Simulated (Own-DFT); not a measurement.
AlN (wurtzite, atoms displaced) (calculated)

Computed with Own-DFT development build. A calculation, not a measurement: plane-wave PBE density functional theory by an unreviewed code, no spin, of a simulated periodic cell, stress positive in tension, free energy of the whole cell less one offset for each atom, forces on such cells passed a denser k mesh, this cell's mesh not checked; offsets are fitted by least squares, one for each functional and potential file, so energies compare only between cells with the same atoms and settings and are not formation energies; the far tail of each file's local potential was reset to the Coulomb form; each entry is a single point on an unrelaxed cell, so the pressure reflects the starting lattice, mostly measured values (interpolated for alloys), from which strain is counted, and rises with the displacements; printed positions are rounded, which can move forces by about a meV/angstrom; the program, named Own-DFT, is a retired in-house code; no spin-orbit coupling.

Settings shared by all entries: functional PBE; potential files PseudoDojo norm-conserving, scalar-relativistic, standard set; wave cutoff 42 hartree; occupations Fermi-Dirac; smearing width 0.1 eV; hardware one NVIDIA H100; k mesh 2 x 2 x 2 centred on Gamma.

(1) AlN (wurtzite, atoms displaced)

```
AlN
1.0
     12.4480     0.0000     0.0000
     -6.2240    10.7803     0.0000
      0.0000     0.0000     9.9640
Al N Al N Al N Al N Al N Al N Al N Al N Al N Al N Al N Al N Al N Al N Al N Al N Al N Al N Al N Al N Al N Al N Al N Al N Al N Al N Al N Al N Al N Al N Al N Al N
2 2 2 2 2 2 2 2 2 2 2 2 2 2 2 2 2 2 2 2 2 2 2 2 2 2 2 2 2 2 2 2 2 2 2 2 2 2 2 2 2 2 2 2 2 2 2 2 2 2 2 2 2 2 2 2 2 2 2 2 2 2 2 2
Direct
  0.08172 0.16628 0.99952
  0.16487 0.08293 0.24886
  0.08300 0.16633 0.18798
  0.16794 0.08302 0.44223
  0.08232 0.16822 0.49878
  0.16628 0.08144 0.75027
  0.08292 0.16570 0.69292
  0.16821 0.08596 0.93979
  0.08277 0.41592 0.00094
  0.16710 0.33259 0.24898
  0.08438 0.41682 0.19394
  0.16763 0.33308 0.44045
  0.08737 0.41924 0.50162
  0.16752 0.33553 0.74947
  0.08193 0.41591 0.69239
  0.16568 0.33492 0.93910
  0.07995 0.66518 0.00168
  0.16687 0.58208 0.24710
  0.08605 0.67081 0.18773
  0.16519 0.58281 0.43943
  0.08180 0.66466 0.49670
  0.16455 0.58143 0.74866
  0.08239 0.66672 0.68806
  0.16627 0.58139 0.94098
  0.08436 0.91419 0.99897
  0.16532 0.83332 0.24983
  0.08020 0.91551 0.19069
  0.16833 0.83572 0.44603
  0.08172 0.91559 0.50144
  0.16984 0.83461 0.75099
  0.08044 0.91377 0.69222
  0.16513 0.83645 0.94013
  0.33489 0.17110 0.00163
  0.41791 0.08331 0.25373
  0.33413 0.16815 0.19101
  0.41404 0.07966 0.43869
  0.33187 0.16696 0.50120
  0.41929 0.08642 0.75201
  0.33472 0.16764 0.68968
  0.42006 0.08406 0.94168
  0.33548 0.41635 0.99767
  0.41576 0.33327 0.25167
  0.33537 0.41875 0.18867
  0.41895 0.33387 0.44167
  0.33113 0.41541 0.49905
  0.41610 0.33240 0.75030
  0.33425 0.41427 0.69022
  0.41582 0.33263 0.94221
  0.33235 0.66582 0.99809
  0.41427 0.58030 0.25390
  0.33219 0.66587 0.19325
  0.41869 0.58475 0.44275
  0.33299 0.66531 0.50318
  0.41623 0.58214 0.74933
  0.33356 0.66779 0.69185
  0.42045 0.58649 0.94276
  0.33641 0.91674 0.99750
  0.41725 0.83286 0.25464
  0.33191 0.91432 0.19274
  0.41660 0.83332 0.44095
  0.33320 0.91915 0.50038
  0.41746 0.83228 0.74987
  0.33655 0.91580 0.69082
  0.41658 0.83264 0.93885
  0.58279 0.16164 0.99973
  0.66680 0.08290 0.25107
  0.58364 0.16311 0.19017
  0.66782 0.08158 0.44053
  0.58377 0.16770 0.49854
  0.66493 0.08418 0.75129
  0.58292 0.16401 0.69024
  0.66759 0.08456 0.93938
  0.58413 0.41692 0.99993
  0.66425 0.33395 0.24757
  0.57826 0.41307 0.19165
  0.66737 0.33431 0.44002
  0.58368 0.41717 0.50062
  0.66654 0.33251 0.75080
  0.58453 0.41683 0.68978
  0.67133 0.33584 0.93952
  0.58135 0.66815 0.00221
  0.66827 0.58359 0.24823
  0.58618 0.66532 0.19120
  0.66732 0.58456 0.44245
  0.58321 0.66541 0.50037
  0.66781 0.58293 0.74654
  0.58091 0.66614 0.68881
  0.66395 0.58239 0.94172
  0.58272 0.91947 0.00134
  0.66832 0.83331 0.24800
  0.58606 0.91889 0.19023
  0.66428 0.83377 0.44153
  0.58428 0.91852 0.50106
  0.66537 0.83033 0.74784
  0.58379 0.91504 0.68999
  0.66590 0.83194 0.93823
  0.83467 0.16667 0.00119
  0.91587 0.08010 0.25176
  0.83327 0.16556 0.19308
  0.91626 0.08383 0.43815
  0.83356 0.16756 0.49870
  0.91542 0.08202 0.75013
  0.83348 0.16668 0.69336
  0.91655 0.08234 0.94138
  0.83055 0.41570 0.99810
  0.91620 0.33366 0.24961
  0.83435 0.41638 0.19014
  0.91787 0.33425 0.44527
  0.83347 0.41571 0.49951
  0.91508 0.33352 0.74925
  0.83442 0.41584 0.68910
  0.91296 0.33010 0.94336
  0.83483 0.66681 0.00209
  0.91807 0.58271 0.24624
  0.83150 0.66404 0.19263
  0.91563 0.58398 0.43837
  0.83403 0.66670 0.49614
  0.91515 0.58127 0.74766
  0.83322 0.66404 0.68960
  0.91457 0.58039 0.94214
  0.83132 0.91708 0.99803
  0.91606 0.83242 0.25253
  0.83218 0.91343 0.19281
  0.91515 0.83377 0.44150
  0.83191 0.91693 0.50168
  0.91876 0.83620 0.75086
  0.83347 0.91577 0.68526
  0.91792 0.83410 0.94301
```

| Quantity | Value |
| --- | --- |
| free energy of cell above offsets | -62.527 eV |
| pressure | 3.73 GPa |
| stress xx | -3.98 GPa |
| stress yy | -3.45 GPa |
| stress zz | -3.76 GPa |
| stress yz | 0.02 GPa |
| stress xz | -0.14 GPa |
| stress xy | 0.01 GPa |
| wall time | 365.4 s |

Force:
```csv
element,x (eV/Å),y (eV/Å),z (eV/Å)
Al,0.414,0.182,-0.406
Al,0.487,-0.07,0.126
N,-0.148,0.04,0.545
N,-0.744,0.081,-0.265
Al,0.391,-0.64,0.479
Al,-0.083,0.259,-0.087
N,-0.077,0.263,-0.458
N,0.151,-0.444,0.333
Al,-0.319,-0.108,-0.001
Al,0.062,0.087,-0.157
N,-0.227,-0.298,-0.506
N,-0.251,0.147,-0.108
Al,-0.695,-0.485,-0.218
Al,0.041,-0.698,0.121
N,0.29,0.12,-0.32
N,0.53,-0.172,0.362
Al,0.613,0.39,-0.872
Al,-0.232,0.491,0.385
N,-0.108,-0.934,0.636
N,0.498,0.102,0.04
Al,-0.092,0.597,0.41
Al,-0.096,0.539,0.236
N,0.239,-0.14,0.426
N,-0.516,0.341,-0.025
Al,-1.012,1.197,0.364
Al,0.221,0.549,0.479
N,0.437,0.116,0.06
N,-0.422,-0.657,-0.892
Al,0.018,0.12,-0.005
Al,-0.356,-0.371,-0.512
N,0.73,0.656,-0.135
N,1.474,-0.961,-0.016
Al,0.244,-1.163,-0.017
Al,-0.362,-0.343,-1.068
N,-0.035,-0.378,0.252
N,0.155,1.303,0.772
Al,0.547,-0.057,-0.368
Al,-0.153,-0.769,-0.311
N,-0.034,-0.375,0.365
N,-0.794,0.09,-0.086
Al,-0.739,0.462,0.231
Al,-0.178,-0.12,-0.039
N,-0.274,-0.685,0.33
N,-0.625,-0.104,0.004
Al,0.891,0.28,0.169
Al,0.4,0.142,-0.019
N,-0.589,0.446,0.058
N,0.484,0.399,-0.588
Al,0.185,0.085,0.552
Al,0.396,0.924,-0.598
N,0.491,0.111,-0.466
N,-0.517,-0.729,0.03
Al,-0.204,0.585,-0.601
Al,0.031,0.156,0.242
N,-0.025,-0.803,0.109
N,-0.829,-0.84,-0.613
Al,-0.826,-0.098,0.682
Al,-0.05,0.014,-0.664
N,0.179,0.443,-0.438
N,-0.058,-0.015,0.618
Al,0.593,-0.856,0.171
Al,0.195,0.3,-0.208
N,-0.634,0.624,0.297
N,0.121,-0.003,0.304
Al,-0.076,1.27,0.255
Al,0.326,0.018,0.031
N,-0.442,0.69,0.164
N,-0.579,0.686,0.132
Al,0.069,-0.423,-0.052
Al,0.905,-0.614,-0.412
N,-0.321,0.823,-0.164
N,0.284,-0.332,0.265
Al,-0.074,-0.008,-0.05
Al,0.657,-0.393,0.183
N,0.69,0.695,-0.295
N,-0.09,-0.222,-0.1
Al,0.187,0.159,-0.167
Al,0.156,0.099,-0.383
N,-0.185,-0.412,0.317
N,-1.307,-1.115,0.194
Al,1.008,-0.113,-0.115
Al,-0.406,-0.582,0.488
N,-1.028,0.181,0.248
N,0.059,-0.368,-0.459
Al,0.001,0.621,-0.215
Al,-0.369,0.212,0.62
N,0.571,-0.371,0.244
N,0.468,0.334,-0.218
Al,0.575,-0.586,-0.413
Al,-0.488,-0.3,0.61
N,-0.307,-0.604,0.056
N,0.532,-0.176,-0.244
Al,-0.165,-0.594,-0.068
Al,0.004,0.438,0.014
N,-0.181,0.433,0.364
N,-0.321,0.525,0.316
Al,-0.254,-0.265,0.105
Al,-0.191,0.286,-0.591
N,0.164,0.107,-0.209
N,0.183,-0.031,0.659
Al,0.127,-0.124,0.454
Al,0.04,0.13,-0.102
N,-0.196,-0.149,-0.462
N,-0.24,0.012,-0.13
Al,1.013,0.016,0.553
Al,0.264,-0.281,0.419
N,-0.492,-0.061,-0.047
N,0.236,0.044,-0.724
Al,-0.113,0.37,-0.167
Al,0.393,-0.408,0.401
N,-0.553,-0.039,0.175
N,0.438,0.746,-0.384
Al,-0.753,-0.119,-0.43
Al,-0.17,0.067,0.397
N,0.584,0.424,-0.228
N,0.46,-0.359,-0.183
Al,-0.2,0.09,0.616
Al,0.2,0.391,0.276
N,-0.18,0.707,-0.039
N,0.071,0.481,-0.355
Al,0.486,-0.445,0.521
Al,-0.099,-0.174,-0.313
N,0.116,0.52,-0.583
N,0.244,0.032,0
Al,-0.109,-0.096,-0.991
Al,-0.36,-1.092,0.013
N,-0.137,0.064,1.411
N,-0.324,-0.143,-0.329
```

(2) AlN (wurtzite, atoms displaced)

```
AlN
1.0
     12.4480     0.0000     0.0000
     -6.2240    10.7803     0.0000
      0.0000     0.0000     9.9640
Al N Al N Al N Al N Al N Al N Al N Al N Al N Al N Al N Al N Al N Al N Al N Al N Al N Al N Al N Al N Al N Al N Al N Al N Al N Al N Al N Al N Al N Al N Al N Al N
2 2 2 2 2 2 2 2 2 2 2 2 2 2 2 2 2 2 2 2 2 2 2 2 2 2 2 2 2 2 2 2 2 2 2 2 2 2 2 2 2 2 2 2 2 2 2 2 2 2 2 2 2 2 2 2 2 2 2 2 2 2 2 2
Direct
  0.07749 0.16334 0.99804
  0.16924 0.08439 0.24851
  0.08226 0.16769 0.19118
  0.16682 0.08139 0.44125
  0.08538 0.16534 0.50438
  0.16818 0.08690 0.75012
  0.08391 0.16386 0.69281
  0.16642 0.08328 0.94128
  0.08830 0.41928 0.00072
  0.16756 0.33415 0.25247
  0.08192 0.41841 0.19108
  0.16347 0.33270 0.44233
  0.08048 0.41389 0.50121
  0.16936 0.33446 0.75076
  0.08135 0.41578 0.68961
  0.16792 0.33228 0.94178
  0.08259 0.66497 0.00166
  0.16641 0.58240 0.25088
  0.08038 0.66475 0.19138
  0.16664 0.58459 0.44368
  0.08304 0.66823 0.50206
  0.16816 0.58283 0.74599
  0.08024 0.66674 0.69355
  0.16923 0.58431 0.94032
  0.07992 0.91151 0.00195
  0.16727 0.83227 0.24665
  0.08574 0.91699 0.19357
  0.16381 0.83100 0.44524
  0.08169 0.91471 0.50006
  0.16536 0.83323 0.74823
  0.08320 0.92129 0.68992
  0.17027 0.83859 0.94073
  0.33648 0.16821 0.00229
  0.41932 0.08605 0.24913
  0.33560 0.17000 0.18870
  0.41588 0.08337 0.43620
  0.33128 0.16697 0.49868
  0.41858 0.08363 0.75306
  0.33287 0.16797 0.68940
  0.41610 0.08054 0.94175
  0.33222 0.41683 0.99865
  0.41779 0.33152 0.25203
  0.33317 0.41549 0.18814
  0.41689 0.33576 0.44308
  0.33300 0.41446 0.49718
  0.41657 0.33126 0.75000
  0.33509 0.41612 0.69017
  0.41397 0.33197 0.94204
  0.33451 0.66730 0.99671
  0.41522 0.58032 0.24793
  0.33290 0.66777 0.19143
  0.41890 0.58461 0.44249
  0.33302 0.66622 0.50111
  0.41775 0.58599 0.74897
  0.33293 0.66540 0.68930
  0.41792 0.58434 0.94203
  0.33340 0.91758 0.99962
  0.41910 0.83526 0.25412
  0.33284 0.91869 0.19019
  0.41769 0.83725 0.44095
  0.33422 0.91607 0.50027
  0.41748 0.83298 0.74859
  0.33323 0.91683 0.69151
  0.41735 0.83436 0.93975
  0.58131 0.16523 0.00009
  0.66385 0.08223 0.25290
  0.58181 0.16320 0.19204
  0.66871 0.08438 0.44229
  0.58424 0.16550 0.49865
  0.66452 0.08168 0.74642
  0.58383 0.16588 0.68958
  0.66557 0.08303 0.94199
  0.58311 0.41677 0.00144
  0.66649 0.33147 0.24878
  0.58412 0.41722 0.19157
  0.66679 0.33296 0.44102
  0.58546 0.41394 0.50257
  0.66835 0.33401 0.75286
  0.58395 0.41862 0.69384
  0.66688 0.33563 0.94160
  0.58431 0.66525 0.00187
  0.66871 0.58642 0.24990
  0.58419 0.66870 0.19297
  0.66527 0.58332 0.44100
  0.58490 0.66717 0.49488
  0.66996 0.58541 0.75332
  0.57988 0.66149 0.69355
  0.66801 0.58360 0.93979
  0.58534 0.91672 0.00195
  0.66655 0.83194 0.24808
  0.58212 0.91759 0.19103
  0.66747 0.83519 0.44213
  0.58374 0.91493 0.49853
  0.66395 0.83121 0.74892
  0.58597 0.91605 0.68706
  0.66492 0.83128 0.93661
  0.83441 0.16675 0.00411
  0.91435 0.08368 0.25056
  0.83434 0.16731 0.19050
  0.91536 0.08177 0.44068
  0.83648 0.16924 0.49878
  0.91780 0.08606 0.75018
  0.83379 0.16455 0.69363
  0.91592 0.08349 0.93836
  0.83255 0.41324 0.00040
  0.91551 0.33154 0.24911
  0.83463 0.41696 0.19458
  0.92104 0.33420 0.43882
  0.83267 0.41216 0.49902
  0.92163 0.33750 0.74676
  0.83589 0.41863 0.69255
  0.91626 0.33291 0.94091
  0.83508 0.66856 0.00622
  0.91707 0.58290 0.25300
  0.83484 0.66583 0.19226
  0.91696 0.58330 0.43887
  0.83310 0.66710 0.49942
  0.91496 0.58092 0.75061
  0.83308 0.66532 0.69246
  0.91624 0.58734 0.93842
  0.83553 0.91789 0.99816
  0.91810 0.83493 0.25079
  0.83457 0.91753 0.19080
  0.91530 0.83451 0.44370
  0.83343 0.91687 0.50124
  0.91782 0.83443 0.74725
  0.83348 0.91881 0.69003
  0.91570 0.83400 0.94233
```

| Quantity | Value |
| --- | --- |
| stress zz | ? |

## Withheld values
1. Estimate the stress zz of AlN (wurtzite, atoms displaced) (entry 2).
2. Give the table of force values for AlN (wurtzite, atoms displaced) (entry 2).

Calculated values
1. -3.72 GPa
2. 
Force:
```csv
element,x (eV/Å),y (eV/Å),z (eV/Å)
Al,1.297,0.535,0.479
Al,-0.564,0.064,0.021
N,0.151,-0.235,-0.034
N,-0.251,0.279,-0.348
Al,-0.623,-0.184,-0.752
Al,0.517,-0.758,0.621
N,-0.683,1.104,-0.141
N,0.063,-0.186,0.345
Al,-0.673,-0.497,-0.091
Al,-0.4,-0.208,-0.518
N,0.639,-0.39,0.064
N,0.773,-0.139,0.034
Al,0.648,1.032,-0.234
Al,-0.074,-0.259,-0.149
N,1.102,0.311,0.084
N,-0.633,0.036,-0.31
Al,-0.026,0.496,-0.624
Al,-0.16,0.416,0.188
N,0.545,0.245,-0.091
N,0.038,-0.371,-0.095
Al,-0.034,-0.594,0.034
Al,-0.756,0.237,0.524
N,0.756,-0.172,-0.285
N,-0.331,-0.102,-0.378
Al,0.235,1.317,-0.296
Al,-0.001,-0.019,0.861
N,-0.464,-0.123,-0.24
N,0.516,0.54,-0.829
Al,0.059,0.349,0.11
Al,-0.18,0.45,0.302
N,0.544,-0.631,0.107
N,-0.29,-1.325,-0.01
Al,-0.879,-0.523,-0.705
Al,-0.73,-0.705,-0.056
N,0.251,-0.539,0.633
N,0.156,0.185,0.848
Al,0.681,-0.126,0.189
Al,-0.601,-0.08,-0.635
N,0.682,-0.396,0.115
N,-0.124,0.958,-0.027
Al,0.4,-0.091,0.016
Al,-0.341,0.797,-0.209
N,0.089,-0.041,0.671
N,0.712,-0.705,-0.49
Al,-0.525,0.822,0.739
Al,-0.107,0.624,0.177
N,-0.488,0.164,0.027
N,0.668,0.374,-0.208
Al,0.004,0.365,0.679
Al,-0.267,0.577,0.366
N,0.287,-0.058,-0.051
N,-0.541,-0.371,-0.616
Al,0.17,0.153,-0.589
Al,0.255,-1,0.222
N,-0.034,0.418,0.196
N,-0.061,-0.21,-0.159
Al,0.357,-0.461,0.194
Al,-0.78,-0.342,-0.907
N,0.552,-0.205,0.209
N,0.458,-0.813,0.326
Al,-0.862,0.46,0.029
Al,-0.033,0.249,0.148
N,0.207,0.021,-0.136
N,0.19,-0.024,-0.028
Al,0.485,0.161,-0.041
Al,0.762,0.098,-0.326
N,0.138,0.898,-0.342
N,-0.019,-0.094,-0.136
Al,-0.608,-0.049,0.098
Al,0.731,0.121,0.706
N,-0.241,0.365,0.136
N,0.269,0.105,-0.227
Al,-0.35,0.186,-0.286
Al,-0.083,0.341,0.108
N,0.092,0.024,0.123
N,0.345,-0.396,-0.157
Al,-0.863,0.807,0.097
Al,-0.23,0.002,-0.451
N,0.593,-0.514,-0.196
N,0.153,-0.77,0.312
Al,-0.169,0.276,-0.504
Al,0.049,-0.657,0.252
N,0.079,-0.593,-0.361
N,0.695,-0.288,-0.188
Al,-0.249,-0.073,1.178
Al,-0.56,-0.311,-0.483
N,0.553,1.101,-0.833
N,0.044,0.021,1.071
Al,-0.447,-0.08,-0.552
Al,-0.134,0.83,0.466
N,0.677,-0.176,0.281
N,0.232,-0.465,-0.664
Al,-0.107,0.527,0.14
Al,0.711,-0.09,-0.274
N,-0.885,-0.122,0.295
N,0.338,0.315,1.038
Al,-0.472,-0.001,-1.127
Al,0.814,-0.034,0.222
N,-0.667,-0.355,0.476
N,0.346,0.485,0.154
Al,0.092,-0.71,0.564
Al,0.132,-0.744,-0.193
N,-0.563,1.062,-0.792
N,-0.359,-0.136,0.437
Al,-0.065,1.062,0.114
Al,0.294,0.494,-0.092
N,-0.329,-0.375,-0.555
N,-1.054,-0.436,0.17
Al,-0.076,1.038,0.084
Al,-0.914,-1.34,1.024
N,-0.192,-0.822,-0.613
N,0.605,0.226,-0.032
Al,-0.255,-0.279,-1.111
Al,-0.048,-0.124,-0.327
N,-0.296,0.483,0.416
N,-0.148,-0.337,0.858
Al,0.028,-0.283,0.264
Al,-0.15,0.797,0.109
N,0.101,0.459,-0.535
N,0.553,-0.921,0.861
Al,-0.699,-0.269,-0.014
Al,0.07,-0.068,0.225
N,-0.25,-0.181,-0.236
N,0.308,-0.362,-0.544
Al,-0.281,0.248,0.09
Al,-0.344,-0.044,0.38
N,0.06,-0.425,0.394
N,0.271,-0.303,-0.264
```

Further results for AlN (wurtzite, atoms displaced) (entry 2):

| Property | Result |
| --- | --- |
| free energy of cell above offsets | -62.304 eV |
| pressure | 3.74 GPa |
| stress xx | -4.26 GPa |
| stress yy | -3.25 GPa |
| stress yz | -0.21 GPa |
| stress xz | 0.3 GPa |
| stress xy | 0.06 GPa |
| wall time | 370.4 s |
